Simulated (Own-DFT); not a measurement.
# Which defects push the lattice out? C11b WSi2

The numbers are computed, not measured, by runs of the plane-wave DFT program Own-DFT (in-house, retired, unreviewed) at fixed positions, with no spin and no spin-orbit coupling.

Method: PBE; PseudoDojo norm-conserving scalar-relativistic files; cutoff 50 hartree; 5 x 5 x 5 k mesh centred on Gamma; cold (Marzari-Vanderbilt) smearing of 0.2 eV.

Keep in mind: forces on such cells failed a check on a denser k mesh; stress not checked against mesh or cutoff.

All runs share one cell, with vectors in Å (-2.148, -5.953, 3.409); (-6.444, 2.976, 1.136); (-2.553, -2.948, -6.757) and a volume of 403.2 Å³. u is the rms random offset of the atoms per axis. The defect's site can differ from row to row.

```
cell,formula,u (Å),P (GPa)
no defect,Si20W10,0.0189,4.45
no defect,Si20W10,0.0464,6.02
no defect,Si20W10,0.0483,6.24
one Si on a W site,Si21W9,0.0303,6.36
one Si on a W site,Si21W9,0.0522,7.69
one Si on a W site,Si21W9,0.0550,7.29
one W on a Si site,Si19W11,0.0286,9.45
one W on a Si site,Si19W11,0.0384,10.19
one W on a Si site,Si19W11,0.0491,11.42
one W vacancy,Si20W9,0.0298,3.28
one W vacancy,Si20W9,0.0322,?
one W vacancy,Si20W9,0.0454,4.27
one W vacancy,Si20W9,0.0583,5.39
one Si vacancy,Si19W10,0.0281,3.52
one Si vacancy,Si19W10,0.0511,4.08
one Si vacancy,Si19W10,0.0522,4.58
```

## Fit

P = P0 + c u² + a shift for each defect gives P0 = 4.36 GPa, c = 750 ± 97 GPa/Å² and a scatter of 0.33 GPa. The shifts, and each times the cell's volume:

- one W on a Si site: 4.82 ± 0.27 GPa, 12.1 eV
- one Si on a W site: 1.09 ± 0.28 GPa, 2.7 eV
- one W vacancy: -1.64 ± 0.27 GPa, -4.1 eV
- one Si vacancy: -1.83 ± 0.27 GPa, -4.6 eV

Against the defect-free cell, a freed cell would be larger where the shift is positive and smaller where it is negative (160.2 GPa Å³ is 1 eV). The atoms around the defects weren't relaxed, which would change these numbers.

## Test on the hidden row

Asked: what pressure belongs in the blank (one W vacancy, u = 0.0322 Å)?

From the fit: 3.50 ± 0.40 GPa. DFT gave 3.80 GPa.
